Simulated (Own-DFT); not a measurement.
# Computed records: Al3GaN4 (wurtzite random alloy, atoms displaced), Al3GaAs4 (zincblende random alloy, atoms displaced), InGa3P4 (zincblende random alloy, strained, atoms displaced), In3GaP4 (zincblende random alloy, atoms displaced)

Computed with Own-DFT development build. A calculation, not a measurement: plane-wave PBE density functional theory by an unreviewed code, no spin, of a simulated periodic cell, stress positive in tension, free energy of the whole cell less one offset for each atom, forces on such cells passed a denser k mesh, this cell's mesh not checked; offsets are fitted by least squares, one for each functional and potential file, so energies compare only between cells with the same atoms and settings and are not formation energies; the far tail of each file's local potential was reset to the Coulomb form; each entry is a single point on an unrelaxed cell, so the pressure reflects the starting lattice, mostly measured values, from which strain is counted, and rises with the displacements; printed positions are rounded, which can move forces by about a meV/angstrom; the program is a retired in-house code; no spin-orbit coupling; before rounding, a Quantum ESPRESSO 7.3.1 run of the same cell and cutoff gave forces within 1 meV/angstrom rms on each cell, which checks the program and not the settings.

Settings shared by all entries: functional PBE; potential files PseudoDojo norm-conserving, scalar-relativistic, standard set; wave cutoff 42 hartree; occupations Fermi-Dirac; smearing width 0.1 eV.

```json
{"entry": 1, "formula": "Al3GaN4", "kind": "wurtzite random alloy, atoms displaced", "structure": {"cell_angstrom": [[9.3938, 0.0, 0.0], [-4.6969, 8.1352, 0.0], [0.0, 0.0, 10.0655]], "atoms_fractional": [["Al", 0.11249, 0.22314, 0.00351], ["Ga", 0.20324, 0.0977, 0.23507], ["N", 0.11496, 0.21118, 0.18846], ["N", 0.24116, 0.12504, 0.44094], ["Ga", 0.1208, 0.21793, 0.51327], ["Ga", 0.23336, 0.13512, 0.74286], ["N", 0.10917, 0.22287, 0.70055], ["N", 0.20514, 0.1018, 0.93873], ["Ga", 0.10413, 0.54321, 0.99332], ["Al", 0.23629, 0.46824, 0.24902], ["N", 0.12028, 0.55829, 0.19065], ["N", 0.23763, 0.44969, 0.44514], ["Al", 0.10091, 0.55314, 0.50464], ["Al", 0.22149, 0.45015, 0.75615], ["N", 0.09859, 0.5605, 0.69343], ["N", 0.22284, 0.44067, 0.93291], ["Al", 0.0924, 0.86614, 0.00031], ["Al", 0.21881, 0.78085, 0.24768], ["N", 0.12045, 0.89186, 0.19421], ["N", 0.22679, 0.77752, 0.42925], ["Ga", 0.1137, 0.90557, 0.49679], ["Al", 0.19878, 0.77079, 0.75322], ["N", 0.12121, 0.89241, 0.69088], ["N", 0.21205, 0.78919, 0.93498], ["Al", 0.4456, 0.21934, 0.99921], ["Al", 0.56395, 0.11077, 0.24424], ["N", 0.44742, 0.22042, 0.18798], ["N", 0.55005, 0.10847, 0.44363], ["Al", 0.42358, 0.22586, 0.49298], ["Al", 0.54167, 0.11079, 0.75135], ["N", 0.4475, 0.22903, 0.68374], ["N", 0.56017, 0.11305, 0.92281], ["Al", 0.43241, 0.55964, 0.00709], ["Ga", 0.5571, 0.44749, 0.26177], ["N", 0.42156, 0.54423, 0.19058], ["N", 0.54521, 0.4485, 0.44114], ["Ga", 0.43801, 0.5546, 0.49541], ["Al", 0.56262, 0.45093, 0.75296], ["N", 0.44801, 0.53745, 0.68784], ["N", 0.55071, 0.44848, 0.94729], ["Ga", 0.45395, 0.88759, 0.00039], ["Al", 0.56764, 0.78567, 0.25297], ["N", 0.42439, 0.8675, 0.17575], ["N", 0.5579, 0.79417, 0.43087], ["Al", 0.44793, 0.8929, 0.51301], ["Al", 0.53971, 0.7618, 0.76106], ["N", 0.44755, 0.88744, 0.69133], ["N", 0.54966, 0.77477, 0.93659], ["Al", 0.75909, 0.22274, 0.98574], ["Al", 0.87758, 0.10176, 0.23939], ["N", 0.76615, 0.21733, 0.18047], ["N", 0.88391, 0.10941, 0.43539], ["Al", 0.78593, 0.22652, 0.51439], ["Al", 0.91279, 0.12038, 0.7537], ["N", 0.7721, 0.23425, 0.69686], ["N", 0.89669, 0.09978, 0.93367], ["Al", 0.77266, 0.54393, 0.00117], ["Al", 0.88077, 0.42815, 0.26234], ["N", 0.78644, 0.56067, 0.19726], ["N", 0.87654, 0.42509, 0.43797], ["Al", 0.76955, 0.56215, 0.50783], ["Ga", 0.90214, 0.44575, 0.73211], ["N", 0.78967, 0.56278, 0.68388], ["N", 0.90598, 0.4507, 0.93329], ["Al", 0.78546, 0.8896, 0.00051], ["Al", 0.88399, 0.78128, 0.24429], ["N", 0.7618, 0.87668, 0.18073], ["N", 0.88429, 0.77785, 0.44827], ["Al", 0.79156, 0.89362, 0.50112], ["Al", 0.86559, 0.76887, 0.73721], ["N", 0.78564, 0.88594, 0.68929], ["N", 0.90233, 0.7841, 0.94447]]}, "settings": {"k_mesh": "4 x 4 x 3 centred on Gamma"}, "results": {"free_energy_of_cell_above_offsets [eV]": "-5.740", "pressure [GPa]": 11.49, "stress_xx [GPa]": -14.9, "stress_yy [GPa]": -8.32, "stress_zz [GPa]": -11.25, "stress_yz [GPa]": 0.14, "stress_xz [GPa]": -0.64, "stress_xy [GPa]": -1.73, "force_element": ["Al", "Ga", "N", "N", "Ga", "Ga", "N", "N", "Ga", "Al", "N", "N", "Al", "Al", "N", "N", "Al", "Al", "N", "N", "Ga", "Al", "N", "N", "Al", "Al", "N", "N", "Al", "Al", "N", "N", "Al", "Ga", "N", "N", "Ga", "Al", "N", "N", "Ga", "Al", "N", "N", "Al", "Al", "N", "N", "Al", "Al", "N", "N", "Al", "Al", "N", "N", "Al", "Al", "N", "N", "Al", "Ga", "N", "N", "Al", "Al", "N", "N", "Al", "Al", "N", "N"], "force_x [eV/angstrom]": [0.349, 4.332, -5.663, -7.103, -2.083, 1.769, 0.168, 2.125, 2.171, -3.918, -2.61, -6.042, 1.326, 0.727, 7.372, 0.262, 2.951, 1.225, -2.637, -0.559, 2.053, 2.424, -3.152, 3.276, -1.764, -3.239, 0.49, 0.282, 9.634, 1.092, 0.777, -2.198, 1.58, -0.297, 6.271, 2.831, 2.107, 1.35, -3.115, 0.8, -3.107, -4.178, 2.265, 1.606, -0.683, 0.797, -0.636, 2.494, 4.227, 0.856, 2.256, 0.946, -1.807, -5.035, 1.587, -2.041, 0.564, 0.439, 0.163, 0.018, 0.59, -5.744, -1.874, -5.521, -0.25, 1.5, 2.32, 0.567, -3.335, 5.338, -3.918, -5.765], "force_y [eV/angstrom]": [-0.85, 2.49, 3.109, -4.361, 1.239, -3.787, 3.718, 0.924, 3.372, -4.561, -0.813, -2.304, 1.053, 0.014, 2.242, -0.1, 4.863, -1.303, -3.878, -0.55, -2.166, 1.756, 0.989, -2.154, -0.468, -1.834, -0.244, 1.114, 3.418, -0.533, 1.152, -0.238, -0.639, -0.78, 3.789, -0.444, 4.055, -1.517, 2.368, -0.19, 0.647, -2.184, 2.338, -0.658, 0.044, 1.306, -0.948, -0.958, 1.128, 1.413, 0.48, 0.274, -2.771, -3.461, -3.739, 1.544, 1.614, 1.665, -0.746, 2.839, -1.475, -1.633, -1.37, -3.006, -0.823, -0.564, 1.765, -0.302, 0.349, 1.053, 2.328, -4.098], "force_z [eV/angstrom]": [-0.594, 2.262, -0.708, -3.03, -2.654, 2.928, -1.957, 0.792, 2.425, 3.196, 0.092, -1.386, -1.995, -2.119, -2.539, 1.23, 1.434, 0.253, -1.605, 2.256, 0.734, 0.323, -1.183, -0.062, -0.012, 2.037, -0.209, -0.388, 2.668, -3.317, -0.034, 2.898, -0.331, -3.141, -1.623, 1.529, 1.652, 0.495, 1.134, -0.923, -1.904, -0.473, 3.23, 1.898, -2.724, -3.211, 1.639, 1.136, 0.676, 0.714, -0.804, 0.298, -1.503, 0.692, -0.502, 1.506, 0.282, -2.861, -0.687, 2.18, -2.45, 3.81, 1.254, -0.417, -1.991, 0.977, 0.446, -2.406, 0.235, 2.944, -0.595, -1.921]}}
{"entry": 2, "formula": "Al3GaAs4", "kind": "zincblende random alloy, atoms displaced", "structure": {"cell_angstrom": [[11.3183, 0.0, 0.0], [0.0, 11.3183, 0.0], [0.0, 0.0, 11.3183]], "atoms_fractional": [["Al", 0.00338, 0.00097, 0.00086], ["Ga", 0.00392, 0.25686, 0.2485], ["Al", 0.24824, 0.99799, 0.249], ["Al", 0.2457, 0.24933, 0.99882], ["As", 0.125, 0.1227, 0.12371], ["As", 0.12057, 0.37407, 0.37072], ["As", 0.37427, 0.1236, 0.37416], ["As", 0.37635, 0.37108, 0.1264], ["Al", 0.99905, 0.99983, 0.49765], ["Ga", 0.99844, 0.25139, 0.74869], ["Ga", 0.25059, 0.99769, 0.74812], ["Al", 0.2504, 0.25232, 0.50284], ["As", 0.12572, 0.1287, 0.62412], ["As", 0.1236, 0.37637, 0.87657], ["As", 0.37316, 0.12177, 0.87322], ["As", 0.38262, 0.38128, 0.62602], ["Al", 0.00344, 0.50262, 0.99989], ["Al", 0.99968, 0.7526, 0.24872], ["Al", 0.24661, 0.4978, 0.24881], ["Al", 0.24452, 0.74575, 0.99673], ["As", 0.12238, 0.62255, 0.12455], ["As", 0.12029, 0.87765, 0.3779], ["As", 0.37502, 0.62331, 0.37716], ["As", 0.37637, 0.87714, 0.12561], ["Al", 0.00269, 0.50385, 0.49813], ["Al", 0.99992, 0.753, 0.75384], ["Ga", 0.25524, 0.50065, 0.74845], ["Al", 0.24927, 0.751, 0.5003], ["As", 0.12582, 0.62431, 0.62716], ["As", 0.12353, 0.8737, 0.87957], ["As", 0.37353, 0.6238, 0.88331], ["As", 0.37758, 0.87283, 0.62558], ["Ga", 0.49847, 0.997, 0.00295], ["Al", 0.50026, 0.25336, 0.24877], ["Al", 0.75018, 0.00428, 0.24988], ["Al", 0.75255, 0.24787, 0.99811], ["As", 0.6261, 0.12619, 0.1264], ["As", 0.62772, 0.37739, 0.37742], ["As", 0.87427, 0.12769, 0.37381], ["As", 0.87878, 0.3773, 0.12615], ["Al", 0.49932, 0.00049, 0.49813], ["Al", 0.49892, 0.24655, 0.74843], ["Al", 0.74737, 0.00178, 0.74683], ["Al", 0.75062, 0.24709, 0.50231], ["As", 0.62617, 0.12461, 0.63372], ["As", 0.62518, 0.37515, 0.87697], ["As", 0.87506, 0.12504, 0.87435], ["As", 0.8762, 0.37647, 0.62642], ["Al", 0.49733, 0.49608, 0.00293], ["Al", 0.49744, 0.75079, 0.24924], ["Ga", 0.75008, 0.49785, 0.24492], ["Ga", 0.7532, 0.74877, 0.99768], ["As", 0.62486, 0.62367, 0.12415], ["As", 0.62994, 0.87326, 0.37451], ["As", 0.87195, 0.6249, 0.37764], ["As", 0.87142, 0.87899, 0.12807], ["Al", 0.50366, 0.49926, 0.49708], ["Al", 0.50061, 0.74956, 0.75318], ["Ga", 0.75286, 0.49963, 0.75414], ["Al", 0.74808, 0.74512, 0.49963], ["As", 0.62772, 0.62606, 0.62706], ["As", 0.62208, 0.87476, 0.87168], ["As", 0.88137, 0.62503, 0.87648], ["As", 0.87532, 0.87715, 0.62531]]}, "settings": {"k_mesh": "3 x 3 x 3 centred on Gamma"}, "results": {"free_energy_of_cell_above_offsets [eV]": "-20.233", "pressure [GPa]": 2.94, "stress_xx [GPa]": -2.95, "stress_yy [GPa]": -2.97, "stress_zz [GPa]": -2.92, "stress_yz [GPa]": 0.06, "stress_xz [GPa]": 0.06, "stress_xy [GPa]": 0.52, "force_element": ["Al", "Ga", "Al", "Al", "As", "As", "As", "As", "Al", "Ga", "Ga", "Al", "As", "As", "As", "As", "Al", "Al", "Al", "Al", "As", "As", "As", "As", "Al", "Al", "Ga", "Al", "As", "As", "As", "As", "Ga", "Al", "Al", "Al", "As", "As", "As", "As", "Al", "Al", "Al", "Al", "As", "As", "As", "As", "Al", "Al", "Ga", "Ga", "As", "As", "As", "As", "Al", "Al", "Ga", "Al", "As", "As", "As", "As"], "force_x [eV/angstrom]": [-0.755, -0.585, 0.049, 0.438, 0.067, 0.88, -0.06, -0.683, -0.247, 0.137, -0.24, 0.3, -0.166, 0.265, 0.047, -0.411, -0.331, -0.349, 0.454, 0.41, 0.275, 0.621, -0.254, -0.755, -0.313, 0.042, -0.317, -0.015, -0.02, 0.189, 0.351, -0.117, 0.354, 0.289, -0.157, -0.054, -0.187, 0.03, 0.326, -0.241, 0.425, -0.024, 0.583, -0.066, -0.441, -0.191, 0.162, -0.026, 0.374, 0.372, 0.058, -0.306, -0.198, -0.508, 0.419, 0.441, 0.136, -0.297, -0.095, 0.294, -0.388, 0.521, -0.387, -0.126], "force_y [eV/angstrom]": [-0.093, -1.034, 0.096, -0.108, 0.367, 0.412, 0.369, 0.206, 0.578, -0.033, -0.014, 0.257, -0.465, -0.02, 0.31, -0.726, -0.409, -0.226, 0.11, 0.415, 0.491, -0.444, 0.085, -0.71, -0.28, -0.053, 0.012, -0.064, 0.337, 0.273, 0.023, 0.008, 0.457, -0.407, -0.145, 0.332, 0.098, -0.575, 0.055, -0.222, -0.109, 0.464, -0.522, 0.266, 0.144, -0.241, -0.351, 0.103, 0.126, -0.137, 0.287, 0.209, 0.207, 0.209, -0.05, -0.187, 0.542, -0.456, 0.071, 0.615, -0.305, 0.151, 0.019, -0.318], "force_z [eV/angstrom]": [-0.001, -0.281, 0.244, -0.048, 0.337, 1.002, 0.004, -0.207, 0.447, 0.221, 0.0, -0.301, 0.036, -0.395, 0.329, -0.274, 0.038, 0.243, 0.085, 0.769, 0.394, -0.442, -0.352, -0.107, 0.186, -0.5, 0.434, 0.056, -0.024, -0.488, -0.721, -0.18, -0.368, 0.567, 0.256, 0.335, -0.26, -0.322, -0.025, -0.708, 0.207, 0.568, 0.699, 0.181, -1.384, -0.087, -0.061, -0.472, -0.02, 0.212, 0.474, 0.118, -0.104, -0.015, -0.618, -0.475, 0.306, -0.106, -0.109, 0.304, 0.153, 0.474, -0.099, -0.121]}}
{"entry": 3, "formula": "InGa3P4", "kind": "zincblende random alloy, strained, atoms displaced", "structure": {"cell_angstrom": [[11.3066, 0.0, 0.0], [0.0, 11.3066, 0.0], [0.0, 0.0, 10.9332]], "atoms_fractional": [["Ga", 0.00096, 0.99903, 0.00883], ["Ga", 0.99805, 0.25622, 0.24852], ["Ga", 0.25015, 0.99989, 0.24944], ["Ga", 0.25047, 0.2589, 0.99586], ["P", 0.11905, 0.12313, 0.12395], ["P", 0.12771, 0.36724, 0.37531], ["P", 0.37173, 0.11415, 0.3782], ["P", 0.37521, 0.37428, 0.12156], ["In", 0.00448, 0.0018, 0.50093], ["Ga", 0.99758, 0.24839, 0.75502], ["Ga", 0.2498, 0.99886, 0.74753], ["Ga", 0.2461, 0.24063, 0.50253], ["P", 0.13008, 0.11794, 0.62406], ["P", 0.12237, 0.37335, 0.87275], ["P", 0.37376, 0.12637, 0.86703], ["P", 0.36425, 0.36987, 0.62663], ["Ga", 0.00121, 0.50447, 0.01207], ["Ga", 0.00305, 0.75027, 0.24262], ["Ga", 0.25147, 0.50892, 0.24413], ["Ga", 0.24414, 0.74873, 0.00927], ["P", 0.12347, 0.62097, 0.12658], ["P", 0.12805, 0.88199, 0.37075], ["P", 0.37171, 0.62251, 0.37189], ["P", 0.37781, 0.87821, 0.126], ["Ga", 0.00066, 0.50506, 0.49325], ["Ga", 0.99449, 0.74946, 0.75288], ["In", 0.2494, 0.49401, 0.74326], ["Ga", 0.25136, 0.74834, 0.49962], ["P", 0.12635, 0.62972, 0.6215], ["P", 0.12662, 0.87931, 0.87635], ["P", 0.37742, 0.63249, 0.87539], ["P", 0.37208, 0.87554, 0.63016], ["In", 0.49177, 0.99705, 0.99955], ["Ga", 0.49912, 0.24954, 0.25248], ["Ga", 0.75363, 0.00242, 0.25599], ["In", 0.75263, 0.25056, 0.00075], ["P", 0.62777, 0.1153, 0.12636], ["P", 0.62414, 0.37804, 0.36767], ["P", 0.87784, 0.1257, 0.38212], ["P", 0.87256, 0.37305, 0.12054], ["Ga", 0.4987, 0.00024, 0.49717], ["Ga", 0.50258, 0.24171, 0.75661], ["Ga", 0.75514, 0.99752, 0.75359], ["Ga", 0.74858, 0.26064, 0.49617], ["P", 0.6221, 0.13886, 0.63373], ["P", 0.61867, 0.37602, 0.8816], ["P", 0.87385, 0.12823, 0.88426], ["P", 0.8748, 0.36889, 0.62652], ["In", 0.50535, 0.50376, 0.00525], ["Ga", 0.5005, 0.74617, 0.25324], ["Ga", 0.75517, 0.49936, 0.24872], ["In", 0.7487, 0.74964, 0.00074], ["P", 0.62991, 0.62573, 0.12564], ["P", 0.62998, 0.86138, 0.37732], ["P", 0.87063, 0.62179, 0.37434], ["P", 0.87947, 0.87779, 0.1277], ["In", 0.49766, 0.49835, 0.50733], ["In", 0.4958, 0.74614, 0.74744], ["Ga", 0.73983, 0.49893, 0.74431], ["Ga", 0.74577, 0.7471, 0.49954], ["P", 0.62166, 0.61955, 0.61741], ["P", 0.62116, 0.87334, 0.876], ["P", 0.86777, 0.61972, 0.87767], ["P", 0.86527, 0.86596, 0.62419]]}, "settings": {"k_mesh": "3 x 3 x 3 centred on Gamma"}, "results": {"free_energy_of_cell_above_offsets [eV]": "-29.833", "pressure [GPa]": 2.67, "stress_xx [GPa]": -2.12, "stress_yy [GPa]": -1.99, "stress_zz [GPa]": -3.89, "stress_yz [GPa]": -0.31, "stress_xz [GPa]": -0.13, "stress_xy [GPa]": -0.2, "force_element": ["Ga", "Ga", "Ga", "Ga", "P", "P", "P", "P", "In", "Ga", "Ga", "Ga", "P", "P", "P", "P", "Ga", "Ga", "Ga", "Ga", "P", "P", "P", "P", "Ga", "Ga", "In", "Ga", "P", "P", "P", "P", "In", "Ga", "Ga", "In", "P", "P", "P", "P", "Ga", "Ga", "Ga", "Ga", "P", "P", "P", "P", "In", "Ga", "Ga", "In", "P", "P", "P", "P", "In", "In", "Ga", "Ga", "P", "P", "P", "P"], "force_x [eV/angstrom]": [-0.041, 0.024, -0.128, -0.297, 1.008, -0.034, 0.237, -0.804, -0.957, 0.168, 0.07, 0.418, 0.189, -1.023, -1.183, 1.756, -0.611, -0.212, 0.032, 0.637, 0.13, 0.604, -0.278, -1.784, 0.163, 0.195, -0.573, -0.143, -1.21, -0.487, -2.109, -0.54, 0.809, -0.061, 0.059, -1.701, -0.286, 0.517, -1.428, 1.536, 0.593, -0.722, -0.664, -0.111, 1.09, 0.605, 1.687, 0.129, -1.135, -0.047, -0.374, 0.484, -0.172, -0.717, 0.581, 0.058, -1.13, 1.187, 0.626, 0.413, 2.14, 0.999, 1.438, 0.38], "force_y [eV/angstrom]": [0.063, -0.638, 0.15, -0.984, 0.831, 0.959, 1.19, -0.517, -1.184, -0.427, 0.009, 0.277, 1.523, -0.073, 0.489, -2.55, -0.863, 0.257, -1.5, 0.484, 0.679, -2.034, 0.936, -2.046, -0.687, -0.144, 1.658, 0.667, 0.468, -0.452, -0.946, 0.768, 0.97, -0.636, -0.366, -0.146, 0.724, -0.583, 1.393, 1.651, -0.383, 1.459, 0.367, -0.709, -1.62, -0.597, -2.084, 1.039, 0.418, 0.069, -0.093, 0.932, -0.007, 1.561, 0.602, 0.271, -1.38, 0.613, -0.582, -0.706, 1.215, 0.884, -0.882, 0.247], "force_z [eV/angstrom]": [-0.828, 0.147, -0.485, 0.022, 0.301, -0.245, -0.433, 1.206, 0.325, -0.267, 0.35, -0.32, 1.747, 1.208, 0.302, -0.88, -1.445, 0.969, 0.526, -0.801, 0.099, -0.605, -0.241, 1.707, 0.536, 0.057, 1.323, -0.31, -0.412, 0.207, 1.555, -1.723, -0.795, -0.196, 0.186, 0.143, 1.371, -0.254, -1.28, 1.731, 0.828, 0.056, 0.073, 0.184, -1.465, -2.339, -1.802, -0.138, -0.249, -0.316, -0.201, -0.012, 2.458, -0.372, -0.208, 0.572, -1.291, -0.423, 0.43, 0.187, 1.128, -1.117, -1.035, 0.552]}}
{"entry": 4, "formula": "In3GaP4", "kind": "zincblende random alloy, atoms displaced", "structure": {"cell_angstrom": [[11.5283, 0.0, 0.0], [0.0, 11.5283, 0.0], [0.0, 0.0, 11.5283]], "atoms_fractional": [["In", 0.00121, 0.98264, 0.00429], ["In", 0.00717, 0.25313, 0.26013], ["Ga", 0.25101, 0.00697, 0.25928], ["Ga", 0.26149, 0.24993, 0.00094], ["P", 0.12365, 0.13191, 0.12096], ["P", 0.12148, 0.38021, 0.39071], ["P", 0.36656, 0.13077, 0.37411], ["P", 0.36972, 0.3658, 0.12704], ["In", 0.00225, 0.98688, 0.49293], ["In", 0.00141, 0.24841, 0.75862], ["Ga", 0.26051, 0.01513, 0.74398], ["In", 0.25886, 0.25603, 0.50605], ["P", 0.12237, 0.13179, 0.61794], ["P", 0.11565, 0.38749, 0.88194], ["P", 0.37215, 0.12128, 0.87931], ["P", 0.37621, 0.36516, 0.63011], ["In", 0.98631, 0.50457, 0.9954], ["In", 0.99662, 0.74727, 0.23592], ["In", 0.25348, 0.50423, 0.24099], ["In", 0.25623, 0.76235, 0.99957], ["P", 0.12193, 0.61371, 0.13427], ["P", 0.1125, 0.8702, 0.36365], ["P", 0.36427, 0.62895, 0.38796], ["P", 0.36752, 0.8748, 0.12455], ["In", 0.00439, 0.48277, 0.49956], ["In", 0.99043, 0.7448, 0.74874], ["Ga", 0.25432, 0.49169, 0.75662], ["Ga", 0.25685, 0.74677, 0.49358], ["P", 0.1182, 0.63027, 0.63303], ["P", 0.12599, 0.87505, 0.8628], ["P", 0.37454, 0.62424, 0.86997], ["P", 0.37218, 0.87461, 0.61975], ["In", 0.49846, 0.99237, 0.9948], ["In", 0.49186, 0.25028, 0.25712], ["Ga", 0.74924, 0.00203, 0.25031], ["Ga", 0.75682, 0.24991, 0.00083], ["P", 0.62245, 0.12333, 0.13707], ["P", 0.62277, 0.39148, 0.37208], ["P", 0.87045, 0.13322, 0.37515], ["P", 0.87538, 0.3798, 0.12221], ["In", 0.50746, 0.99826, 0.50792], ["In", 0.50608, 0.25427, 0.75345], ["In", 0.75351, 0.99471, 0.74024], ["In", 0.75479, 0.24097, 0.50746], ["P", 0.61863, 0.13027, 0.63707], ["P", 0.62065, 0.37771, 0.87056], ["P", 0.87431, 0.12379, 0.87645], ["P", 0.87361, 0.39018, 0.64022], ["In", 0.48899, 0.49451, 0.00527], ["In", 0.49901, 0.74862, 0.24129], ["In", 0.72845, 0.50989, 0.24091], ["In", 0.74366, 0.75165, 0.98852], ["P", 0.62335, 0.61721, 0.13083], ["P", 0.63316, 0.87724, 0.36687], ["P", 0.8805, 0.62596, 0.37537], ["P", 0.87146, 0.86899, 0.10888], ["In", 0.50242, 0.49857, 0.50352], ["In", 0.51037, 0.72919, 0.74982], ["Ga", 0.74998, 0.4938, 0.75746], ["In", 0.74579, 0.73906, 0.4971], ["P", 0.61896, 0.62071, 0.62796], ["P", 0.61254, 0.87174, 0.88468], ["P", 0.88372, 0.62966, 0.88017], ["P", 0.88446, 0.86254, 0.61736]]}, "settings": {"k_mesh": "3 x 3 x 3 centred on Gamma"}, "results": {"free_energy_of_cell_above_offsets [eV]": "-25.030", "pressure [GPa]": 5.27, "stress_xx [GPa]": -5.21, "stress_yy [GPa]": -5.12, "stress_zz [GPa]": -5.47, "stress_yz [GPa]": -0.66, "stress_xz [GPa]": 1.03, "stress_xy [GPa]": 1.36, "force_element": ["In", "In", "Ga", "Ga", "P", "P", "P", "P", "In", "In", "Ga", "In", "P", "P", "P", "P", "In", "In", "In", "In", "P", "P", "P", "P", "In", "In", "Ga", "Ga", "P", "P", "P", "P", "In", "In", "Ga", "Ga", "P", "P", "P", "P", "In", "In", "In", "In", "P", "P", "P", "P", "In", "In", "In", "In", "P", "P", "P", "P", "In", "In", "Ga", "In", "P", "P", "P", "P"], "force_x [eV/angstrom]": [1.182, -0.243, -0.981, -1.648, 1.254, 3.171, 0.296, -0.258, -0.231, 0.101, -1.131, -1.438, 0.416, 2.68, -0.351, 0.103, 1.386, -0.663, 0.159, -1.767, -0.227, 2.946, 1.291, 0.508, -2.228, 1.218, -0.822, -2.062, 2.402, 0.837, -1.045, -0.507, -0.696, 1.205, 0.423, -0.398, 0.925, 0.027, 0.277, -1.261, -0.425, -1.405, 0.121, -0.784, 1.057, 1.901, -0.647, -0.575, 0.466, -0.494, 4.809, -0.049, -2.613, -0.191, -0.442, -1.492, -1.342, -1.765, -0.227, 0.211, 2.867, 1.176, -3.129, -1.877], "force_y [eV/angstrom]": [1.924, 0.318, -0.361, -0.108, -0.629, -1.878, -1.653, -0.124, 1.654, 0.403, -0.835, -0.602, -1.146, -1.353, 0.911, 2.243, -0.515, -0.091, -0.804, -1.754, 1.221, 0.053, -0.6, 1.728, 3.596, 0.639, 0.591, 1.184, -1.413, 0.761, -0.944, -0.41, 1.571, 0.309, 0.06, -0.058, 0.014, -2.455, -2.035, -1.068, 0.112, -0.493, -0.307, 1.898, -1.015, 0.481, -0.279, -1.302, 0.367, 0.309, -2.37, -1.143, 3.142, 0.232, -0.992, 0.376, -0.025, 2.68, 0.968, 0.375, -1.551, -0.495, -0.15, 0.836], "force_z [eV/angstrom]": [-1.175, -0.836, -0.822, -0.256, 0.203, -2.979, 0.445, -0.526, 0.342, -0.331, -0.43, -0.714, 0.827, -0.618, -0.429, 1.017, 1.752, 0.429, 1.927, -1.054, -2.362, -0.073, -1.278, 1.885, 2.293, 0.415, -0.337, 1.356, -1.368, -0.273, 0.523, 0.745, 2.046, 0.051, -0.296, 0.185, -1.219, 0.736, -0.831, 0.6, -1.081, 0.802, 0.744, 0.622, -1.212, 1.617, 0.807, -0.263, -0.544, 1.133, 2.612, 0.834, -4.079, 0.077, -0.447, 2.471, 0.131, 0.914, 0.145, -0.119, -0.483, -2.861, -1.36, -0.032]}}
```
